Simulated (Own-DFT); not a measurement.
# Response to strain: 2H SiC, 32 atoms (C16Si16)

All numbers below are calculated, not measured. The program, named Own-DFT, is a retired in-house plane-wave density functional code that no person has reviewed. Each row is one single-point run on a periodic cell that was not relaxed, without spin or spin-orbit coupling.

Settings of every run: PBE; PseudoDojo norm-conserving scalar-relativistic files; cutoff 42 hartree; 5 x 5 x 3 k mesh centred on Gamma; Fermi-Dirac smearing of 0.1 eV.

Known limits: forces on such cells passed a denser k mesh, each cell not checked; stress not checked against mesh or cutoff.

Unstrained cell vectors in Å: (6.165, 0.000, 0.000); (-3.083, 5.339, 0.000); (0.000, 0.000, 10.068). The unstrained cell has measured lattice constants (interpolated for alloys), not those of this functional. That, the random moves and any unrelaxed bonds set the pressure at no strain. Each run strains this cell uniformly, with the atoms carried along. Every atom was also moved at random, by a Gaussian of width 0.05 Å on each axis. Strain is the symmetric tensor, in per cent. Stress is positive in tension, and the pressure is minus a third of its trace.

```
run,e_xx (%),e_yy (%),e_zz (%),e_yz (%),e_xz (%),e_xy (%),s_xx (GPa),s_yy (GPa),s_zz (GPa),s_yz (GPa),s_xz (GPa),s_xy (GPa),P (GPa),E (meV/atom)
1,-0.54,1.10,-0.59,-0.69,1.97,-0.15,-7.01,0.25,-11.11,-2.28,7.06,-2.64,5.95,31.6
2,-0.22,1.84,-0.45,0.13,-0.16,0.64,-5.53,7.28,-9.12,-0.06,0.46,2.39,2.45,0.0
3,-0.91,-1.43,-0.61,1.05,0.79,0.61,-12.49,-18.91,-11.40,5.01,2.60,-1.03,14.27,94.8
4,-1.60,-1.09,0.79,1.18,-1.72,1.27,-15.28,-12.83,-3.87,4.03,-5.38,8.61,10.66,63.6
5,-1.46,1.61,-1.14,0.42,-0.36,-1.93,-10.78,2.78,-15.02,2.06,-1.98,-7.61,7.67,36.7
6,1.38,-0.87,-1.03,-0.79,-1.93,-1.95,-1.08,-9.25,-12.31,0.16,-6.90,-10.22,7.55,73.4
7,-0.32,1.15,1.61,-1.88,1.36,0.40,-4.16,4.62,0.52,-4.99,3.74,0.66,-0.33,10.2
8,0.07,0.28,1.12,-1.49,0.76,-1.40,-4.44,-3.55,-0.50,-2.73,3.34,-4.84,2.83,45.4
9,-0.84,-1.66,-1.84,0.72,1.98,1.21,-8.57,-15.42,-24.57,3.00,5.83,4.92,16.19,50.1
10,-1.69,0.60,-0.14,-1.20,-0.86,1.41,-13.74,-0.80,-12.06,-4.39,-4.10,7.16,8.86,43.0
11,-0.14,1.29,0.20,1.13,1.10,-1.30,-3.77,-0.40,-7.50,3.74,1.89,-7.20,3.89,67.0
12,-1.75,0.17,-0.17,-1.10,1.26,0.31,-12.01,-6.51,-7.73,-4.24,4.25,1.31,8.75,5.2
13,1.04,0.17,1.20,1.69,0.85,-0.17,2.15,-4.25,0.68,6.49,1.66,-1.87,0.47,24.9
14,0.45,0.15,-0.95,0.72,1.14,-0.83,-4.80,-2.01,-13.42,2.47,3.67,-2.26,6.74,49.8
15,-1.48,-1.22,-1.22,0.05,-1.30,-1.84,-14.30,-14.44,-16.13,-1.85,-4.83,-8.93,14.96,50.0
16,1.73,0.39,-1.91,0.40,0.02,1.26,4.11,-2.02,-19.79,1.67,-0.23,6.11,5.90,53.1
17,-1.22,-1.64,0.79,-0.05,0.27,-1.96,-14.00,-16.16,-3.10,0.20,3.05,-9.01,11.08,53.9
18,0.96,0.32,-0.29,1.64,-1.49,0.92,?,?,?,?,?,?,?,?
```

E is the free energy for each atom above the lowest run shown.

## Worked fit

Each stress component was fitted by least squares to a constant and the strains of the runs shown, as fractions, with shears doubled. Shear strains stay in the fit of a normal stress only where such slopes are resolved. The slopes, in GPa:

| stress | at no strain | per e_xx | per e_yy | per e_zz | scatter |
|---|---|---|---|---|---|
| s_xx | -5.2 | 494 ± 34 | 116 ± 32 | 17 ± 35 | 1.48 |
| s_yy | -5.3 | 80 ± 44 | 639 ± 42 | 21 ± 45 | 1.90 |
| s_zz | -7.9 | 62 ± 41 | 23 ± 39 | 648 ± 42 | 1.78 |

Each shear stress against twice its own strain: yz 153 ± 14, xz 169 ± 12, xy 232 ± 18 GPa. These are stiffnesses along x, y and z of the frame in which the cell vectors are given, which need not be the crystal's axes. The atoms are held to the strained lattice; where symmetry lets them move under strain, relaxing them would lower some slopes. The table should be nearly symmetric about its diagonal, and what it lacks of that shows the noise. A ninth of its sum, 233 ± 8 GPa, estimates the bulk modulus near the mean pressure of these runs, 7.5 GPa, so it lies above the value at zero pressure.

## Withheld run

Question: what normal stresses and pressure should run 18 give?

The fit gives s_xx = -0.1, s_yy = -2.5, s_zz = -9.1 and P = 3.9 GPa. The calculation gave 2.04, -1.28, -8.02 and P = 2.42 GPa.
